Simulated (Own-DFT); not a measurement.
# Point defects and the pressure they add: zincblende GaAs

Source: density functional calculations with Own-DFT, an unreviewed in-house program that is no longer used. Nothing was measured or relaxed, and spin and spin-orbit coupling are left out.

Settings: PBE; PseudoDojo norm-conserving scalar-relativistic files; cutoff 42 hartree; 3 x 3 x 3 k mesh centred on Gamma; Fermi-Dirac smearing of 0.1 eV.

Keep in mind (not all hold for every row): not probed for a lower state with spin; forces on such cells failed a check on a denser k mesh; forces not confirmed at this smearing and k mesh; forces on such cells passed a denser k mesh, each cell not checked; stress not checked against mesh or cutoff.

All runs share one cell, with vectors in Å (11.307, 0.000, 0.000); (0.000, 11.307, 0.000); (0.000, 0.000, 11.307) and a volume of 1445.4 Å³. u is the rms random offset of the atoms per axis. The defect's site can differ from row to row.

```
                                        cell     formula   u (Å)  P (GPa)
                                   no defect    As32Ga32  0.0183     3.50
                                   no defect    As32Ga32  0.0192     3.51
                                   no defect    As32Ga32  0.0490     3.91
                         one As on a Ga site    As33Ga31  0.0318     4.24
                         one As on a Ga site    As33Ga31  0.0489     4.60
                         one As on a Ga site    As33Ga31  0.0517     4.66
                    two As on a Ga site each    As34Ga30  0.0297     4.80
                    two As on a Ga site each    As34Ga30  0.0301     4.80
                    two As on a Ga site each    As34Ga30  0.0313     4.78
                         one Al on a Ga site  AlAs32Ga31  0.0477     3.88
                         one Al on a Ga site  AlAs32Ga31  0.0484     3.98
                         one Al on a Ga site  AlAs32Ga31  0.0496     3.90
one As on a Ga site and one Ga on an As site    As32Ga32  0.0266     3.89
one As on a Ga site and one Ga on an As site    As32Ga32  0.0312     3.93
one As on a Ga site and one Ga on an As site    As32Ga32  0.0526     4.37
one As on a Ga site and one Ga on an As site    As32Ga32  0.0526        ?
```

## Working it out

P = P0 + c u² + a shift for each defect gives P0 = 3.41 GPa, c = 223 ± 14 GPa/Å² and a scatter of 0.04 GPa. The shifts, and each times the cell's volume:

- two As on a Ga site each: 1.18 ± 0.03 GPa, 10.6 eV (5.3 eV for each of its 2 sites)
- one As on a Ga site: 0.64 ± 0.03 GPa, 5.8 eV
- one As on a Ga site and one Ga on an As site: 0.32 ± 0.03 GPa, 2.9 eV
- one Al on a Ga site: -0.02 ± 0.04 GPa, -0.1 eV (not resolved)

Against the defect-free cell, a freed cell would be larger where the shift is positive and smaller where it is negative (160.2 GPa Å³ is 1 eV). The atoms around the defects weren't relaxed, which would change these numbers.

## Prediction

Asked: what pressure belongs in the blank (one As on a Ga site and one Ga on an As site, u = 0.0526 Å)?

From the fit: 4.35 ± 0.05 GPa. The run itself gave 4.26 GPa.
